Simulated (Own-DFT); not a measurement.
GaP (zincblende, strained, atoms displaced) (calculated)

All values are calculated (Own-DFT development build). A calculation, not a measurement: plane-wave PBE density functional theory by an unreviewed code, no spin, of a simulated periodic cell, stress positive in tension, free energy of the whole cell less one offset for each atom, forces on such cells passed a denser k mesh, this cell's mesh not checked; offsets are fitted by least squares, one for each functional and potential file, so energies compare only between cells with the same atoms and settings and are not formation energies; the far tail of each file's local potential was reset to the Coulomb form; each entry is a single point on an unrelaxed cell, so the pressure reflects the starting lattice, mostly measured values (interpolated for alloys), from which strain is counted, and rises with the displacements; printed positions are rounded, which can move forces by about a meV/angstrom; the program, named Own-DFT, is a retired in-house code; no spin-orbit coupling.

Settings shared by all entries: functional PBE; potential files PseudoDojo norm-conserving, scalar-relativistic, standard set; wave cutoff 42 hartree; occupations Fermi-Dirac; smearing width 0.1 eV; hardware one NVIDIA H100; k mesh 3 x 3 x 3 centred on Gamma.

```yaml
- entry: 1
  formula: GaP
  kind: "zincblende, strained, atoms displaced"
  structure:
    cell_angstrom: [[10.862, 0.0, 0.0], [0.0, 10.862, 0.0], [0.0, 0.0, 10.9361]]
    atoms_fractional:
      - [Ga, 0.00742, 0.99492, 0.98841]
      - [Ga, 0.01108, 0.24277, 0.24813]
      - [Ga, 0.24844, 0.9988, 0.24947]
      - [Ga, 0.26035, 0.23948, 0.00706]
      - [P, 0.12828, 0.12755, 0.11297]
      - [P, 0.12474, 0.36766, 0.36896]
      - [P, 0.3766, 0.12787, 0.36812]
      - [P, 0.37659, 0.36915, 0.13054]
      - [Ga, 0.99438, 0.00109, 0.4921]
      - [Ga, 0.01181, 0.24561, 0.7465]
      - [Ga, 0.24843, 0.00297, 0.74725]
      - [Ga, 0.2523, 0.25268, 0.50053]
      - [P, 0.11545, 0.1326, 0.63046]
      - [P, 0.12422, 0.37042, 0.87335]
      - [P, 0.37462, 0.12477, 0.8817]
      - [P, 0.39241, 0.38211, 0.61571]
      - [Ga, 0.00116, 0.48841, 0.99972]
      - [Ga, 0.00134, 0.76238, 0.25305]
      - [Ga, 0.26, 0.51565, 0.2572]
      - [Ga, 0.25323, 0.74823, 0.99312]
      - [P, 0.13133, 0.62459, 0.12922]
      - [P, 0.12906, 0.87513, 0.38043]
      - [P, 0.36963, 0.62477, 0.36456]
      - [P, 0.38199, 0.87464, 0.1136]
      - [Ga, 0.00151, 0.49911, 0.5031]
      - [Ga, 0.00117, 0.75207, 0.74688]
      - [Ga, 0.24958, 0.49603, 0.7572]
      - [Ga, 0.23786, 0.74559, 0.49973]
      - [P, 0.12281, 0.63991, 0.62963]
      - [P, 0.12001, 0.88057, 0.87269]
      - [P, 0.36648, 0.62616, 0.87282]
      - [P, 0.36944, 0.87456, 0.62008]
      - [Ga, 0.49778, 0.01639, 0.00037]
      - [Ga, 0.50632, 0.25658, 0.24783]
      - [Ga, 0.75489, 0.99945, 0.24614]
      - [Ga, 0.74191, 0.25571, 0.00546]
      - [P, 0.62384, 0.11968, 0.12721]
      - [P, 0.62485, 0.36964, 0.38736]
      - [P, 0.88022, 0.11959, 0.37664]
      - [P, 0.87674, 0.37571, 0.13023]
      - [Ga, 0.49087, 0.0181, 0.4982]
      - [Ga, 0.49735, 0.2439, 0.74706]
      - [Ga, 0.74651, 0.98553, 0.75212]
      - [Ga, 0.7611, 0.25087, 0.49803]
      - [P, 0.63414, 0.11585, 0.6344]
      - [P, 0.61831, 0.37447, 0.88068]
      - [P, 0.86504, 0.12531, 0.87642]
      - [P, 0.86276, 0.3717, 0.62777]
      - [Ga, 0.49416, 0.49861, 0.99845]
      - [Ga, 0.51913, 0.735, 0.24761]
      - [Ga, 0.74965, 0.49484, 0.24297]
      - [Ga, 0.74991, 0.74493, 0.01043]
      - [P, 0.61924, 0.61154, 0.13072]
      - [P, 0.61331, 0.87634, 0.39107]
      - [P, 0.88084, 0.62635, 0.38389]
      - [P, 0.87117, 0.87305, 0.12108]
      - [Ga, 0.48668, 0.48809, 0.4987]
      - [Ga, 0.48584, 0.74469, 0.75286]
      - [Ga, 0.75052, 0.50642, 0.73897]
      - [Ga, 0.74253, 0.75112, 0.4996]
      - [P, 0.62851, 0.63115, 0.63755]
      - [P, 0.6373, 0.87055, 0.88352]
      - [P, 0.87516, 0.62616, 0.8677]
      - [P, 0.87573, 0.88698, 0.62154]
  results:
    "free_energy_of_cell_above_offsets [eV]": "-29.196"
    "pressure [GPa]": 4.5
    "stress_xx [GPa]": -4.5
    "stress_yy [GPa]": -4.63
    "stress_zz [GPa]": -4.36
    "stress_yz [GPa]": -0.32
    "stress_xz [GPa]": 0.36
    "stress_xy [GPa]": 0.63
    force_element: [Ga, Ga, Ga, Ga, P, P, P, P, Ga, Ga, Ga, Ga, P, P, P, P, Ga, Ga, Ga, Ga, P, P, P, P, Ga, Ga, Ga, Ga, P, P, P, P, Ga, Ga, Ga, Ga, P, P, P, P, Ga, Ga, Ga, Ga, P, P, P, P, Ga, Ga, Ga, Ga, P, P, P, P, Ga, Ga, Ga, Ga, P, P, P, P]
    "force_x [eV/angstrom]": [-2.033, -1.02, 0.506, -0.363, -0.736, 0.729, -0.777, -0.489, 1.306, -3.202, -0.125, -0.058, 2.346, 0.858, -0.278, -4.147, -0.033, -0.188, -2.542, -0.982, -0.853, -0.484, 2.546, -0.066, 0.008, -1.202, -0.108, 1.664, 0.36, 1.567, 0.677, 0.146, 1.025, 0.364, -0.793, 0.597, 0.471, 0.394, -0.682, 0.23, 0.661, 0.734, 0.774, -0.967, -0.952, 0.391, 0.86, 2.292, -0.471, -1.875, 0.38, -0.082, 1.266, 0.621, -0.904, 1.196, 3.237, 1.414, -0.168, 0.836, -1.763, -2.398, 0.262, 0.027]
    "force_y [eV/angstrom]": [1.474, -0.02, -0.24, 1.766, -1.459, 1.517, 0.647, 1.25, -0.37, 1.457, -0.117, -0.108, -2.001, -0.438, 0.147, -3.203, 1.426, -1.103, -3.465, 0.853, 0.339, 0.889, 2.073, -0.311, -0.465, 1.199, 0.139, 0.31, -2.877, -1.562, -0.953, 0.305, -2.146, -0.7, -0.529, -0.487, 1.084, 0.467, 1.173, -1.059, -1.04, 0.251, 0.718, -1.094, 0.979, 0.393, 0.118, 0.3, -0.229, 2.536, 0.174, -0.92, -0.243, 0.064, 0.26, 0.433, 4.118, 1.211, -0.872, 0.035, 0.053, -0.112, -0.415, -1.615]
    "force_z [eV/angstrom]": [1.187, -0.288, -0.669, -0.561, 1.21, 0.857, -0.171, -0.293, 1.245, 1.86, 0.102, 0.032, -2.515, 0.632, -2.132, 3.978, -0.033, -0.192, -2.308, 0.897, -0.706, -0.678, 3.246, 1.112, 0.325, 0.483, -1.324, -0.305, -0.099, -0.912, 0.472, 0.086, -0.077, 0.522, 0.902, -0.054, 0.533, -1.296, -1.532, -0.359, 1.136, 0.329, 0.472, 0.226, -1.162, -1.171, -0.175, 0.187, 0.011, 1.249, 2.061, -0.668, -1.781, -1.856, -1.215, 0.398, -2.779, -0.174, 1.79, 0.604, -1.77, 0.044, 1.072, 0.001]
    "wall_time [s]": 569.6
- entry: 2
  formula: GaP
  kind: "zincblende, strained, atoms displaced"
  structure:
    cell_angstrom: [[10.862, 0.0, 0.0], [0.0, 10.862, 0.0], [0.0, 0.0, 10.9361]]
    atoms_fractional:
      - [Ga, 0.00903, 0.00121, 0.99824]
      - [Ga, 0.01023, 0.25287, 0.23828]
      - [Ga, 0.25385, 0.99581, 0.24933]
      - [Ga, 0.25318, 0.26049, 0.00916]
      - [P, 0.11548, 0.12664, 0.13247]
      - [P, 0.12489, 0.3611, 0.37948]
      - [P, 0.3736, 0.12944, 0.37197]
      - [P, 0.37913, 0.37283, 0.12388]
      - [Ga, 0.99813, 0.00594, 0.49593]
      - [Ga, 0.00025, 0.25868, 0.75717]
      - [Ga, 0.2594, 0.99682, 0.74688]
      - [Ga, 0.26318, 0.24395, 0.50294]
      - [P, 0.12453, 0.11842, 0.62072]
      - [P, 0.12885, 0.37098, 0.86939]
      - [P, 0.36813, 0.11734, 0.88471]
      - [P, 0.36544, 0.37848, 0.63203]
      - [Ga, 0.99194, 0.50431, 0.99538]
      - [Ga, 0.99801, 0.7428, 0.25903]
      - [Ga, 0.25581, 0.50303, 0.24294]
      - [Ga, 0.26547, 0.73673, 0.00233]
      - [P, 0.12848, 0.63233, 0.12766]
      - [P, 0.12129, 0.87711, 0.37514]
      - [P, 0.38556, 0.62207, 0.37852]
      - [P, 0.37985, 0.87098, 0.13859]
      - [Ga, 0.0092, 0.51003, 0.50333]
      - [Ga, 0.99363, 0.73621, 0.75319]
      - [Ga, 0.25092, 0.50988, 0.74439]
      - [Ga, 0.25279, 0.75398, 0.49856]
      - [P, 0.11723, 0.62371, 0.63319]
      - [P, 0.12177, 0.87204, 0.8827]
      - [P, 0.37478, 0.62287, 0.87546]
      - [P, 0.38191, 0.88642, 0.62372]
      - [Ga, 0.5033, 0.98889, 0.00677]
      - [Ga, 0.5005, 0.24944, 0.25335]
      - [Ga, 0.75424, 0.99466, 0.23944]
      - [Ga, 0.75056, 0.24913, 0.9945]
      - [P, 0.62525, 0.13007, 0.12315]
      - [P, 0.63173, 0.36905, 0.37211]
      - [P, 0.87171, 0.12985, 0.3842]
      - [P, 0.88251, 0.38807, 0.11896]
      - [Ga, 0.50191, 0.99693, 0.49614]
      - [Ga, 0.49415, 0.25942, 0.74523]
      - [Ga, 0.74666, 0.01956, 0.73666]
      - [Ga, 0.74669, 0.24642, 0.49426]
      - [P, 0.62454, 0.12014, 0.62807]
      - [P, 0.63303, 0.38654, 0.87609]
      - [P, 0.86932, 0.13308, 0.86463]
      - [P, 0.87741, 0.38473, 0.63409]
      - [Ga, 0.49969, 0.49393, 0.99751]
      - [Ga, 0.50831, 0.75951, 0.24636]
      - [Ga, 0.74243, 0.50934, 0.26808]
      - [Ga, 0.76257, 0.74963, 0.99244]
      - [P, 0.62172, 0.62611, 0.12502]
      - [P, 0.60166, 0.87661, 0.37594]
      - [P, 0.87319, 0.6316, 0.38122]
      - [P, 0.87418, 0.87618, 0.12669]
      - [Ga, 0.5064, 0.49855, 0.49997]
      - [Ga, 0.50289, 0.75146, 0.75008]
      - [Ga, 0.7577, 0.50116, 0.74477]
      - [Ga, 0.74188, 0.74757, 0.49348]
      - [P, 0.63653, 0.63158, 0.61373]
      - [P, 0.62036, 0.87605, 0.86726]
      - [P, 0.87887, 0.62097, 0.866]
      - [P, 0.86928, 0.87607, 0.62604]
  results:
    "free_energy_of_cell_above_offsets [eV]": "-29.567"
    "pressure [GPa]": 4.48
    "stress_xx [GPa]": -4.6
    "stress_yy [GPa]": -4.58
    "stress_zz [GPa]": -4.27
    "stress_yz [GPa]": -1.08
    "stress_xz [GPa]": 0.43
    "stress_xy [GPa]": 0.84
    force_element: [Ga, Ga, Ga, Ga, P, P, P, P, Ga, Ga, Ga, Ga, P, P, P, P, Ga, Ga, Ga, Ga, P, P, P, P, Ga, Ga, Ga, Ga, P, P, P, P, Ga, Ga, Ga, Ga, P, P, P, P, Ga, Ga, Ga, Ga, P, P, P, P, Ga, Ga, Ga, Ga, P, P, P, P, Ga, Ga, Ga, Ga, P, P, P, P]
    "force_x [eV/angstrom]": [-1.383, -2.318, -0.94, -1.043, 2.434, 0.671, 0.719, 0.441, -0.235, 0.097, -1.654, -1.613, 0.464, 0.546, 0.845, 1.19, 2.132, 0.359, -0.456, -1.373, -0.532, 0.319, -0.795, -0.874, -0.913, 0.624, -0.646, -0.013, 1.697, 1.262, 1.08, -0.408, -0.256, 0.229, -1.226, 0.229, 0.128, -1.155, 0.569, -1.646, -0.787, 0.588, 1.582, 0.244, -2.318, -0.614, 0.862, 0.605, 0.219, -0.631, 0.821, -1.195, 0.731, 3.882, 0.337, 1.284, -0.052, -0.215, -1.408, 0.779, -1.798, 1.512, -1.264, 0.28]
    "force_y [eV/angstrom]": [0.457, 1.301, 0.556, -1.546, -1.289, 1.661, -0.963, 0.609, -0.815, -0.944, 0.4, 0.276, 0.865, 1.459, 0.878, 0.247, 0.096, 1.066, -0.39, 1.961, -0.895, -0.209, 0.501, 0.278, -1.687, 2.878, -0.642, -0.205, 1.225, -0.971, -0.43, -1.877, 0.73, -0.014, 1.246, 0.792, -0.566, 0.328, -0.619, -1.285, 1.967, -0.96, -2.791, 0.505, 2.524, -0.916, -0.89, -1.382, 0.588, -2.28, -0.116, 0.158, 0.066, -0.086, -0.847, -0.903, -0.446, -0.389, 0.771, 2.541, -1.647, 0.382, -0.154, -0.155]
    "force_z [eV/angstrom]": [0.008, 1.773, 0.275, -0.95, -1.564, -0.1, 0.067, 0.71, 0.593, -1.385, 0.8, 0.399, 0.947, 1.201, -0.089, -1.319, -0.266, -0.941, 1.218, 0.688, -0.385, 0.018, -0.702, -1.902, -0.782, -0.489, 1.07, 0.377, -0.982, -1.116, -0.925, -0.005, -0.329, -0.549, 1.763, 0.592, 0.0, 0.564, -2.365, 1.479, 0.726, 1.441, 1.937, 1.871, -2.237, -0.765, 1.071, -2.108, 0.266, 0.175, -1.894, 0.126, -0.281, -0.485, 0.117, -0.757, 0.44, -0.807, 0.257, -0.465, 2.157, 0.736, 1.42, -0.339]
    "wall_time [s]": 570.5
- entry: 3
  formula: GaP
  kind: "zincblende, strained, atoms displaced"
  structure:
    cell_angstrom: [[10.862, 0.0, 0.0], [0.0, 10.862, 0.0], [0.0, 0.0, 10.9361]]
    atoms_fractional:
      - [Ga, 0.97908, 0.01062, 0.01145]
      - [Ga, 0.00529, 0.25937, 0.24042]
      - [Ga, 0.26059, 0.98105, 0.24967]
      - [Ga, 0.25327, 0.25566, 0.00079]
      - [P, 0.13398, 0.12253, 0.13882]
      - [P, 0.11763, 0.37222, 0.38065]
      - [P, 0.38497, 0.13541, 0.3632]
      - [P, 0.38579, 0.38478, 0.1406]
      - [Ga, 0.00227, 0.9952, 0.49668]
      - [Ga, 0.00798, 0.25278, 0.74421]
      - [Ga, 0.24373, 0.00117, 0.75798]
      - [Ga, 0.24417, 0.25411, 0.49529]
      - [P, 0.13843, 0.12044, 0.61811]
      - [P, 0.1267, 0.3762, 0.87167]
      - [P, 0.37876, 0.1134, 0.87099]
      - [P, 0.35635, 0.36715, 0.62972]
      - [Ga, 0.01029, 0.51345, 0.99682]
      - [Ga, 0.9989, 0.74895, 0.2585]
      - [Ga, 0.25434, 0.48315, 0.23974]
      - [Ga, 0.24444, 0.74397, 0.99452]
      - [P, 0.12625, 0.63008, 0.13113]
      - [P, 0.13051, 0.86775, 0.3756]
      - [P, 0.37117, 0.62104, 0.36615]
      - [P, 0.36505, 0.87784, 0.123]
      - [Ga, 0.01044, 0.50335, 0.48164]
      - [Ga, 0.00347, 0.74806, 0.74034]
      - [Ga, 0.23962, 0.49267, 0.76198]
      - [Ga, 0.24612, 0.7645, 0.49546]
      - [P, 0.13813, 0.63271, 0.61867]
      - [P, 0.12705, 0.86828, 0.8778]
      - [P, 0.36282, 0.62341, 0.86493]
      - [P, 0.37656, 0.87529, 0.62141]
      - [Ga, 0.49878, 0.99144, 0.99366]
      - [Ga, 0.49621, 0.25469, 0.24945]
      - [Ga, 0.75099, 0.99554, 0.24737]
      - [Ga, 0.76361, 0.2649, 0.98701]
      - [P, 0.6244, 0.12398, 0.11942]
      - [P, 0.61872, 0.36849, 0.3835]
      - [P, 0.88026, 0.11341, 0.37619]
      - [P, 0.87929, 0.37289, 0.14743]
      - [Ga, 0.51249, 0.00395, 0.48669]
      - [Ga, 0.50258, 0.2398, 0.75783]
      - [Ga, 0.75307, 0.01542, 0.75168]
      - [Ga, 0.74818, 0.25722, 0.49714]
      - [P, 0.6312, 0.12815, 0.61847]
      - [P, 0.62784, 0.37316, 0.87565]
      - [P, 0.87732, 0.12657, 0.87459]
      - [P, 0.86399, 0.37469, 0.61612]
      - [Ga, 0.51863, 0.51313, 0.98698]
      - [Ga, 0.49877, 0.75381, 0.2421]
      - [Ga, 0.73854, 0.50866, 0.25497]
      - [Ga, 0.74875, 0.74984, 0.99872]
      - [P, 0.62372, 0.62732, 0.12035]
      - [P, 0.62163, 0.87801, 0.37985]
      - [P, 0.86308, 0.61228, 0.37109]
      - [P, 0.88405, 0.87445, 0.12639]
      - [Ga, 0.5051, 0.50982, 0.50646]
      - [Ga, 0.49937, 0.7564, 0.75432]
      - [Ga, 0.7445, 0.49608, 0.73982]
      - [Ga, 0.75603, 0.74771, 0.4919]
      - [P, 0.64027, 0.62377, 0.61207]
      - [P, 0.61892, 0.85954, 0.87549]
      - [P, 0.88261, 0.62946, 0.87093]
      - [P, 0.87341, 0.88535, 0.63014]
  results:
    "free_energy_of_cell_above_offsets [eV]": "-28.067"
    "pressure [GPa]": 4.67
    "stress_xx [GPa]": -4.81
    "stress_yy [GPa]": -4.89
    "stress_zz [GPa]": -4.32
    "stress_yz [GPa]": 0.04
    "stress_xz [GPa]": -0.64
    "stress_xy [GPa]": 0.83
    force_element: [Ga, Ga, Ga, Ga, P, P, P, P, Ga, Ga, Ga, Ga, P, P, P, P, Ga, Ga, Ga, Ga, P, P, P, P, Ga, Ga, Ga, Ga, P, P, P, P, Ga, Ga, Ga, Ga, P, P, P, P, Ga, Ga, Ga, Ga, P, P, P, P, Ga, Ga, Ga, Ga, P, P, P, P, Ga, Ga, Ga, Ga, P, P, P, P]
    "force_x [eV/angstrom]": [2.737, 0.974, -1.159, 0.707, -0.466, 1.382, -1.873, 1.11, 0.377, -0.596, 0.459, 1.004, -1.411, -1.519, -0.455, 2.149, -0.793, -0.287, -2.292, 0.506, 0.385, -1.58, 0.26, 1.932, -1.313, 0.118, 1.1, 2.273, -1.206, -1.508, 1.8, 0.372, 0.229, 2.031, -0.222, -0.019, 0.377, -0.256, -0.499, -1.959, -1.928, -0.424, -0.941, 0.725, -0.62, -0.329, 0.487, 2.504, -2.172, -0.561, -0.898, 1.204, 0.65, 1.353, 2.019, -1.598, -1.694, -0.922, 0.812, 0.219, -1.373, 1.502, -1.092, 0.209]
    "force_y [eV/angstrom]": [-0.017, -2.614, 2.564, -0.68, 0.159, -0.56, -1.972, -0.96, 0.137, -0.435, -0.928, -0.838, -0.012, -1.084, 1.067, 0.957, -0.879, -0.546, 2.269, 0.196, -0.75, 1.485, 0.476, -1.921, 1.14, 0.565, 1.079, -1.973, -1.206, 1.185, 0.106, 1.064, 0.3, -0.347, 0.409, -0.774, 0.396, 1.271, 1.607, 2.316, 1.097, 0.51, -1.281, -1.691, 0.019, 0.417, 0.999, 0.516, -0.581, -0.062, -2.12, -0.141, 0.623, -1.761, 1.923, -1.049, -1.082, -1.616, 0.344, 1.286, 0.96, 2.208, -0.647, -1.127]
    "force_z [eV/angstrom]": [-0.337, 2.096, 1.694, 0.601, -1.365, -2.002, 1.648, -4.221, 0.589, -0.889, -0.783, -0.301, 0.372, 1.922, 0.936, 0.442, 0.678, -0.284, 2.246, 0.784, 0.036, -0.892, 0.636, -2.004, 2.491, 0.113, -2.613, 0.816, 0.146, -0.172, 0.887, 0.06, 0.916, -0.692, 0.127, 2.155, -0.324, -1.02, -0.69, -3.245, 1.71, -1.251, -0.228, -0.645, 0.636, -0.941, -0.379, 0.692, 0.099, 0.721, -0.762, 0.15, 0.596, -1.939, 0.475, 0.499, -0.573, -2.097, 0.911, 0.496, 1.725, 0.361, -0.233, -0.58]
    "wall_time [s]": 579.9
- entry: 4
  formula: GaP
  kind: "zincblende, strained, atoms displaced"
  structure:
    cell_angstrom: [[10.862, 0.0, 0.0], [0.0, 10.862, 0.0], [0.0, 0.0, 10.9361]]
    atoms_fractional:
      - [Ga, 0.0003, 0.99106, 0.00582]
      - [Ga, 0.00501, 0.25401, 0.25072]
      - [Ga, 0.24312, 0.99556, 0.26644]
      - [Ga, 0.27117, 0.25529, 0.98946]
      - [P, 0.12562, 0.12179, 0.11528]
      - [P, 0.12476, 0.37271, 0.36927]
      - [P, 0.38297, 0.11899, 0.38193]
      - [P, 0.37113, 0.37866, 0.12619]
      - [Ga, 0.01138, 0.01236, 0.51652]
      - [Ga, 0.99421, 0.25309, 0.74933]
      - [Ga, 0.24911, 0.01958, 0.74722]
      - [Ga, 0.24363, 0.25133, 0.50575]
      - [P, 0.12175, 0.12965, 0.62456]
      - [P, 0.12168, 0.37206, 0.87047]
      - [P, 0.38393, 0.12809, 0.87161]
      - [P, 0.37509, 0.3855, 0.6268]
      - [Ga, 0.99708, 0.49887, 0.998]
      - [Ga, 0.99924, 0.76003, 0.23682]
      - [Ga, 0.23197, 0.49832, 0.26545]
      - [Ga, 0.25753, 0.73862, 0.99103]
      - [P, 0.10653, 0.62797, 0.12738]
      - [P, 0.13669, 0.87767, 0.37223]
      - [P, 0.37395, 0.6186, 0.38551]
      - [P, 0.37229, 0.87999, 0.13317]
      - [Ga, 0.99541, 0.50865, 0.49862]
      - [Ga, 0.99679, 0.74541, 0.74966]
      - [Ga, 0.25017, 0.50609, 0.76179]
      - [Ga, 0.23938, 0.74413, 0.49255]
      - [P, 0.12049, 0.61392, 0.62153]
      - [P, 0.11897, 0.87993, 0.87957]
      - [P, 0.37755, 0.62643, 0.88342]
      - [P, 0.38445, 0.86936, 0.6315]
      - [Ga, 0.49622, 0.99424, 0.99715]
      - [Ga, 0.49757, 0.24672, 0.25569]
      - [Ga, 0.75317, 0.99542, 0.23197]
      - [Ga, 0.75469, 0.24287, 0.99719]
      - [P, 0.62234, 0.13602, 0.12568]
      - [P, 0.62895, 0.36853, 0.37555]
      - [P, 0.88051, 0.1245, 0.3749]
      - [P, 0.88125, 0.36514, 0.13452]
      - [Ga, 0.49731, 0.98841, 0.50635]
      - [Ga, 0.49956, 0.24381, 0.7442]
      - [Ga, 0.75922, 0.00145, 0.74815]
      - [Ga, 0.74531, 0.26956, 0.49365]
      - [P, 0.63628, 0.13151, 0.62183]
      - [P, 0.6334, 0.35747, 0.87303]
      - [P, 0.87789, 0.12614, 0.86504]
      - [P, 0.8663, 0.37691, 0.61018]
      - [Ga, 0.50577, 0.49324, 0.00128]
      - [Ga, 0.51291, 0.74019, 0.25866]
      - [Ga, 0.75464, 0.50269, 0.26141]
      - [Ga, 0.75023, 0.74423, 0.98596]
      - [P, 0.62584, 0.63204, 0.12493]
      - [P, 0.62982, 0.8829, 0.37361]
      - [P, 0.87399, 0.63104, 0.36859]
      - [P, 0.87485, 0.86912, 0.12985]
      - [Ga, 0.50307, 0.50401, 0.48815]
      - [Ga, 0.49959, 0.73682, 0.75897]
      - [Ga, 0.74764, 0.50408, 0.75591]
      - [Ga, 0.74672, 0.74675, 0.49968]
      - [P, 0.63833, 0.62943, 0.6135]
      - [P, 0.63473, 0.8808, 0.86834]
      - [P, 0.86691, 0.62588, 0.87398]
      - [P, 0.86473, 0.87831, 0.63533]
  results:
    "free_energy_of_cell_above_offsets [eV]": "-28.685"
    "pressure [GPa]": 4.55
    "stress_xx [GPa]": -4.74
    "stress_yy [GPa]": -4.77
    "stress_zz [GPa]": -4.14
    "stress_yz [GPa]": 0.23
    "stress_xz [GPa]": 0.34
    "stress_xy [GPa]": -0.26
    force_element: [Ga, Ga, Ga, Ga, P, P, P, P, Ga, Ga, Ga, Ga, P, P, P, P, Ga, Ga, Ga, Ga, P, P, P, P, Ga, Ga, Ga, Ga, P, P, P, P, Ga, Ga, Ga, Ga, P, P, P, P, Ga, Ga, Ga, Ga, P, P, P, P, Ga, Ga, Ga, Ga, P, P, P, P, Ga, Ga, Ga, Ga, P, P, P, P]
    "force_x [eV/angstrom]": [-0.648, 0.277, 2.065, -1.809, 0.899, -1.086, -1.222, 0.186, -2.442, -0.156, 0.394, 1.284, 1.085, 0.521, -0.224, 0.14, -0.543, 0.632, 1.865, -2.024, 2.407, -3.449, -0.662, 0.29, -0.44, 0.223, -0.107, 1.063, 0.627, 1.363, 1.029, -1.935, 0.594, -0.281, -0.668, 0.687, 0.122, -2.021, -0.352, -1.315, 1.259, 0.539, -1.459, 1.148, -0.761, -0.958, 0.3, 1.509, 0.468, -1.495, -0.513, -0.716, 0.753, 0.068, 0.939, -1.056, 0.878, 1.304, -0.301, 1.431, -2.491, -1.199, 1.748, 2.233]
    "force_y [eV/angstrom]": [0.976, -1.948, 2.631, -0.317, 0.664, -0.762, 0.462, 0.332, -2.466, 0.59, -1.874, 0.499, 1.664, 0.409, -0.697, -0.522, -0.574, -0.358, 1.678, 2.502, -0.867, -1.604, 0.914, -1.271, -1.157, 0.675, -0.524, 0.168, 1.41, -1.13, -1.956, -0.287, 0.133, 0.428, 1.481, 0.127, -1.493, 2.018, 0.043, 1.48, 1.005, 0.738, 1.394, -3.46, -0.736, 1.833, -0.65, 1.136, -0.229, 1.349, -0.741, 1.352, -1.449, -0.731, 0.811, 0.424, -1.066, 1.182, -1.069, 2.204, -1.776, -0.582, -1.014, -1.399]
    "force_z [eV/angstrom]": [-0.133, -0.198, -2.883, 0.719, 0.979, 2.487, 0.28, 0.916, -2.287, -1.024, 0.514, -0.69, 1.547, 0.638, -0.097, 0.072, 0.33, 2.508, -2.204, 2.43, -0.889, 1.905, -1.913, -0.348, -0.928, -0.117, -0.926, 1.452, 0.979, -1.316, -0.832, 0.301, 0.677, -0.334, 1.617, 0.779, -0.648, -1.825, 0.069, -1.427, -0.062, -0.755, 0.247, 0.589, -0.316, -0.222, 1.696, 2.22, 0.202, 0.125, -1.638, 1.693, -0.504, 0.012, 0.721, -2.547, 1.666, -1.211, -1.138, -1.264, 2.128, 0.584, -0.267, -2.142]
    "wall_time [s]": 559.6
```
